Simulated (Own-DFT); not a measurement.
# Computed records: GaP (zincblende, strained, atoms displaced), SiC (3C silicon carbide, strained, atoms displaced)

All values are calculated (Own-DFT development build). A calculation, not a measurement: plane-wave PBE density functional theory by an unreviewed code, no spin, of a simulated periodic cell, stress positive in tension, free energy of the whole cell less one offset for each atom, forces on such cells passed a denser k mesh, this cell's mesh not checked; offsets are fitted by least squares, one for each functional and potential file, so energies compare only between cells with the same atoms and settings and are not formation energies; the far tail of each file's local potential was reset to the Coulomb form; each entry is a single point on an unrelaxed cell, so the pressure reflects the starting lattice, mostly measured values (interpolated for alloys), from which strain is counted, and rises with the displacements; printed positions are rounded, which can move forces by about a meV/angstrom; the program, named Own-DFT, is a retired in-house code; no spin-orbit coupling.

Settings shared by all entries: functional PBE; potential files PseudoDojo norm-conserving, scalar-relativistic, standard set; wave cutoff 42 hartree; occupations Fermi-Dirac; smearing width 0.1 eV.

(1) GaP (zincblende, strained, atoms displaced)

```
cell vectors (Å)
  10.8620     0.0000     0.0000
   0.0000    10.8620     0.0000
   0.0000     0.0000    10.9361
atoms (fractions of the cell vectors)
Ga  0.99686  0.99414  0.99559
Ga  0.00038  0.24433  0.24962
Ga  0.24242  0.98742  0.24615
Ga  0.24668  0.24662  0.99247
P   0.12628  0.12577  0.12794
P   0.12574  0.37360  0.37665
P   0.38208  0.12438  0.37782
P   0.37585  0.38463  0.13228
Ga  0.99725  0.00453  0.49964
Ga  0.00242  0.25166  0.76313
Ga  0.24436  0.00449  0.74684
Ga  0.25468  0.24277  0.50182
P   0.12644  0.12628  0.62114
P   0.12657  0.37257  0.88018
P   0.38048  0.12635  0.87464
P   0.37734  0.37106  0.62825
Ga  0.99586  0.51306  0.00255
Ga  0.00273  0.76054  0.24434
Ga  0.25184  0.50861  0.25349
Ga  0.24907  0.75335  0.99380
P   0.13134  0.62715  0.11837
P   0.12495  0.87584  0.37386
P   0.37291  0.62210  0.38303
P   0.37794  0.87013  0.12184
Ga  0.00889  0.50438  0.49809
Ga  0.99414  0.74980  0.75271
Ga  0.24874  0.49492  0.74823
Ga  0.25585  0.75180  0.49160
P   0.12612  0.62875  0.63146
P   0.12455  0.87225  0.87471
P   0.38297  0.62491  0.87763
P   0.37377  0.87013  0.62834
Ga  0.49444  0.00024  0.99299
Ga  0.50031  0.26058  0.25212
Ga  0.74756  0.00661  0.24481
Ga  0.74693  0.23950  0.00304
P   0.62542  0.13028  0.12549
P   0.61718  0.37140  0.36632
P   0.88022  0.12493  0.37690
P   0.87886  0.37839  0.11885
Ga  0.50131  0.99988  0.49378
Ga  0.49264  0.25459  0.74664
Ga  0.76137  0.99953  0.75294
Ga  0.74798  0.25667  0.50448
P   0.62508  0.12466  0.61910
P   0.62767  0.38473  0.87948
P   0.87169  0.13414  0.87623
P   0.88405  0.37915  0.62509
Ga  0.49867  0.49691  0.99471
Ga  0.49639  0.75484  0.25337
Ga  0.74820  0.49943  0.23655
Ga  0.75780  0.74492  0.00004
P   0.62443  0.62206  0.13151
P   0.62775  0.87891  0.36984
P   0.87303  0.63092  0.37154
P   0.87385  0.87532  0.12531
Ga  0.49717  0.50687  0.50161
Ga  0.49894  0.74350  0.74794
Ga  0.75260  0.50500  0.75258
Ga  0.75373  0.75591  0.50392
P   0.63196  0.62276  0.62798
P   0.61827  0.87640  0.86916
P   0.87802  0.62223  0.87806
P   0.87390  0.87545  0.62564
```

Here we set k mesh 3 x 3 x 3 centred on Gamma.

It finds free energy of cell above offsets -32.877 eV; pressure 3.69 GPa; stress xx -3.91 GPa; stress yy -3.81 GPa; stress zz -3.37 GPa; stress yz 0.64 GPa; stress xz -0.38 GPa; stress xy 0.62 GPa.

Force:
```
element  x (eV/Å)  y (eV/Å)  z (eV/Å)
     Ga     0.155     0.853     0.463
     Ga     0.048         1    -0.008
     Ga      1.26      1.28    -0.067
     Ga     0.846     0.117     1.429
      P    -0.053    -0.666    -0.862
      P     0.493     -0.08    -0.318
      P    -1.038    -0.152    -1.268
      P    -0.498    -0.838    -1.132
     Ga     0.521    -0.638     0.237
     Ga     0.052      0.16    -1.502
     Ga     0.649    -0.532     0.265
     Ga     0.091     0.747    -0.497
      P    -0.797     0.133     0.778
      P    -0.367      1.24     -0.06
      P    -1.123     0.134     -0.52
      P    -0.846      1.04    -1.109
     Ga     1.133    -1.462     0.251
     Ga     -0.02    -1.199     0.302
     Ga    -0.614    -0.769    -0.084
     Ga     0.753    -0.521     0.145
      P    -0.402     0.495     0.836
      P    -0.402    -0.215     0.742
      P     0.463     0.759    -1.082
      P     -0.55     0.549    -0.083
     Ga    -0.601     0.334    -0.026
     Ga     0.498    -0.011    -0.232
     Ga     0.307     0.405     0.483
     Ga    -0.901     0.283     1.341
      P     0.236     0.098    -0.676
      P    -0.235     0.641    -0.576
      P    -1.351    -0.153    -0.533
      P     0.156     0.688    -0.584
     Ga     0.916    -0.203     0.908
     Ga    -1.141    -1.581    -0.966
     Ga     0.549    -0.193     0.462
     Ga     0.129     2.002    -0.259
      P    -1.331    -0.665       0.1
      P     1.928      1.86      1.85
      P     -1.29       0.4    -0.291
      P    -0.158    -0.882     0.365
     Ga     0.118    -0.489     0.878
     Ga     1.978    -0.571     0.725
     Ga    -1.491     0.465    -0.206
     Ga     0.212     0.004    -0.483
      P     0.165    -0.031     1.037
      P     0.188    -1.661    -0.745
      P     0.605    -1.408     0.028
      P    -0.487    -0.078     0.369
     Ga      0.17     0.496     1.382
     Ga     0.547    -0.811     0.109
     Ga     0.534    -0.489     1.548
     Ga    -1.469     0.483     0.278
      P    -0.776     1.051    -1.336
      P      0.01    -0.292      0.47
      P      0.45    -0.447    -0.084
      P    -0.284     0.487    -0.412
     Ga     0.929    -1.223     0.348
     Ga     0.296     0.291    -0.152
     Ga     0.388    -0.953      -0.2
     Ga    -0.603     -0.57     -0.83
      P    -0.509      0.57    -0.657
      P     1.238    -0.332     0.418
      P    -0.485     0.764    -0.818
      P     0.812     0.285     0.115
```

(2) SiC (3C silicon carbide, strained, atoms displaced)

```
cell vectors (Å)
  13.1286     0.0950     0.1327
   0.0634     8.8336     0.1673
   0.0885     0.1673     8.5706
atoms (fractions of the cell vectors)
Si  0.00123  0.00705  0.99590
Si  0.99230  0.24336  0.24800
Si  0.16150  0.98971  0.25052
Si  0.16726  0.24011  0.00088
C   0.07918  0.13132  0.12781
C   0.07941  0.37563  0.38525
C   0.25006  0.12743  0.37261
C   0.24787  0.36783  0.11597
Si  0.00011  0.99634  0.50255
Si  0.00237  0.25185  0.75800
Si  0.16728  0.02133  0.73549
Si  0.15993  0.25402  0.49153
C   0.08121  0.12234  0.61594
C   0.08173  0.37199  0.87054
C   0.26115  0.12293  0.87450
C   0.25355  0.37284  0.61804
Si  0.99557  0.49734  0.99845
Si  0.99474  0.74875  0.25545
Si  0.16757  0.49866  0.25859
Si  0.16269  0.74674  0.98884
C   0.08093  0.61541  0.12017
C   0.08034  0.86612  0.37460
C   0.24570  0.62028  0.37587
C   0.24441  0.87719  0.12632
Si  0.00277  0.50285  0.49836
Si  0.00503  0.75403  0.76392
Si  0.16580  0.49386  0.76017
Si  0.17533  0.74969  0.49833
C   0.08602  0.62878  0.62550
C   0.08128  0.87028  0.87558
C   0.24424  0.61779  0.86689
C   0.24786  0.87937  0.61951
Si  0.33278  0.99680  0.99743
Si  0.32989  0.23665  0.24811
Si  0.50521  0.99239  0.25018
Si  0.50003  0.24873  0.00131
C   0.41341  0.11754  0.12125
C   0.41422  0.36765  0.37041
C   0.58251  0.13587  0.37782
C   0.58698  0.37335  0.13038
Si  0.33284  0.00228  0.49855
Si  0.33909  0.25391  0.74452
Si  0.50346  0.99396  0.74361
Si  0.49511  0.25488  0.49864
C   0.41661  0.12657  0.63044
C   0.41597  0.37226  0.87665
C   0.58222  0.11811  0.87247
C   0.57693  0.36627  0.62546
Si  0.33517  0.49997  0.99299
Si  0.33265  0.74703  0.24364
Si  0.49884  0.49214  0.24228
Si  0.49557  0.76519  0.99805
C   0.41384  0.62430  0.12091
C   0.41213  0.87518  0.36710
C   0.58609  0.63120  0.36732
C   0.58417  0.86910  0.12384
Si  0.33786  0.49728  0.49373
Si  0.33686  0.75722  0.75067
Si  0.50331  0.50400  0.75066
Si  0.49756  0.75177  0.49014
C   0.41678  0.62844  0.62541
C   0.42036  0.88103  0.87487
C   0.58415  0.62564  0.86699
C   0.58487  0.88335  0.62828
Si  0.66851  0.99861  0.99469
Si  0.66551  0.24334  0.24769
Si  0.83116  0.99913  0.24235
Si  0.83583  0.24241  0.99630
C   0.75115  0.12799  0.11953
C   0.75112  0.37007  0.37841
C   0.91215  0.12018  0.37850
C   0.91772  0.36606  0.12541
Si  0.66787  0.99428  0.50790
Si  0.67151  0.24487  0.74920
Si  0.83166  0.00056  0.74672
Si  0.83706  0.24935  0.48895
C   0.74927  0.12483  0.62959
C   0.75255  0.37325  0.86787
C   0.91970  0.12450  0.87671
C   0.91265  0.38180  0.62593
Si  0.66651  0.48998  0.99274
Si  0.65703  0.74293  0.24423
Si  0.83480  0.49820  0.24878
Si  0.82947  0.75339  0.99783
C   0.75013  0.62207  0.12263
C   0.74572  0.86513  0.38116
C   0.91476  0.63440  0.38100
C   0.91920  0.87341  0.12180
Si  0.66754  0.49455  0.50329
Si  0.67300  0.75095  0.75035
Si  0.83299  0.49863  0.75481
Si  0.83171  0.74497  0.50218
C   0.75058  0.62947  0.62867
C   0.74819  0.87575  0.88364
C   0.91250  0.62001  0.87663
C   0.91490  0.88413  0.62854
```

It was run with hardware one NVIDIA H200 and k mesh 3 x 4 x 4 centred on Gamma.

Results for SiC (3C silicon carbide, strained, atoms displaced): free energy of cell above offsets -7.539 eV; pressure 5.53 GPa; stress xx -4.79 GPa; stress yy -2.13 GPa; stress zz -9.66 GPa; stress yz 9.76 GPa; stress xz 5.7 GPa; stress xy 4.23 GPa; wall time 563.6 s.

Force:
```
element  x (eV/Å)  y (eV/Å)  z (eV/Å)
     Si     0.534    -1.952     1.322
     Si     1.729      0.59     1.492
     Si     0.281     1.981     0.176
     Si     0.565      1.48    -0.516
      C     0.608    -2.115    -0.299
      C    -0.769     0.185    -3.009
      C    -2.264    -1.637     0.809
      C     0.501     0.769     1.602
     Si    -0.302    -0.178    -0.752
     Si    -1.186     0.227    -2.674
     Si     1.488    -3.598     2.433
     Si     2.861    -1.038     1.545
      C    -0.982     1.871     0.359
      C     0.092    -0.811     1.666
      C    -3.468     1.013     -1.32
      C    -1.226    -0.085     0.868
     Si     1.099    -0.274     0.539
     Si       1.7    -0.047    -1.765
     Si    -0.846    -0.885    -2.367
     Si     0.879    -0.557       2.2
      C      -0.2     0.931     0.983
      C     0.287     0.631     0.596
      C     2.262     0.409    -0.682
      C     0.863    -1.523    -1.614
     Si    -1.138     1.146      1.96
     Si    -2.118    -1.428    -3.135
     Si     0.444     0.566    -3.674
     Si    -2.498    -0.087     0.926
      C     -0.16    -0.441     0.631
      C     1.066     3.424    -0.102
      C     2.287     1.857     1.231
      C     0.944     0.133     0.819
     Si     0.457     -0.11     1.165
     Si     0.966     2.149    -1.572
     Si    -1.121     1.989    -0.097
     Si     0.052    -0.769      -0.1
      C     1.337     0.009     0.585
      C    -0.185     0.899    -0.927
      C    -0.158    -2.991     0.028
      C    -1.066    -0.513    -1.858
     Si      0.33     0.491    -0.023
     Si    -0.968     0.047     0.882
     Si    -0.817     2.642     1.148
     Si     1.025    -1.332      0.49
      C     0.515    -1.259    -1.748
      C     1.061     0.939    -0.694
      C     0.352     0.922     0.357
      C     1.553     1.489      0.14
     Si    -1.386    -0.415      0.74
     Si     -1.08     0.232     0.597
     Si     0.137     1.322     1.013
     Si     2.019    -3.533      0.56
      C     0.583     0.052     -0.52
      C     0.572    -0.241     0.626
      C    -3.045    -3.668     2.578
      C    -0.613     1.543    -0.961
     Si    -1.058     0.558     0.864
     Si    -1.418    -0.915    -0.468
     Si    -0.778    -0.725     -0.29
     Si     0.811    -0.065       1.2
      C     0.201     -0.33    -0.735
      C    -2.052    -0.426    -0.981
      C      -0.1     0.354     1.434
      C    -0.328    -3.191    -0.762
     Si    -1.019     0.745     1.376
     Si     1.328     1.116     0.767
     Si     0.091    -1.265     1.662
     Si    -0.059     1.728     0.061
      C     -1.16    -1.215     0.223
      C    -0.697     0.685    -1.381
      C     1.044     -0.85    -1.469
      C    -1.528     1.219    -0.697
     Si     0.568     2.072    -1.805
     Si    -1.817     0.647     0.134
     Si     0.632     0.322     1.237
     Si     -0.88     0.368     3.388
      C     0.748    -0.271    -1.673
      C    -0.986    -1.367     1.242
      C    -1.121    -0.115    -1.115
      C      1.31    -1.446    -0.507
     Si     0.487      1.82     0.648
     Si     4.836     1.104    -0.506
     Si    -0.383     0.387     0.377
     Si     1.692    -1.295     1.279
      C    -0.812    -0.293    -0.143
      C    -0.072     1.275    -1.831
      C     0.015    -2.789    -0.815
      C    -1.127     0.691     -0.17
     Si    -0.431     0.742     -0.25
     Si     -1.69     0.426     0.328
     Si     0.531     1.044     -1.44
     Si      0.47     1.892     0.476
      C    -0.319    -1.813    -0.045
      C     0.581     0.003    -2.468
      C     0.405     1.154    -0.029
      C     0.229    -2.436     0.223
```
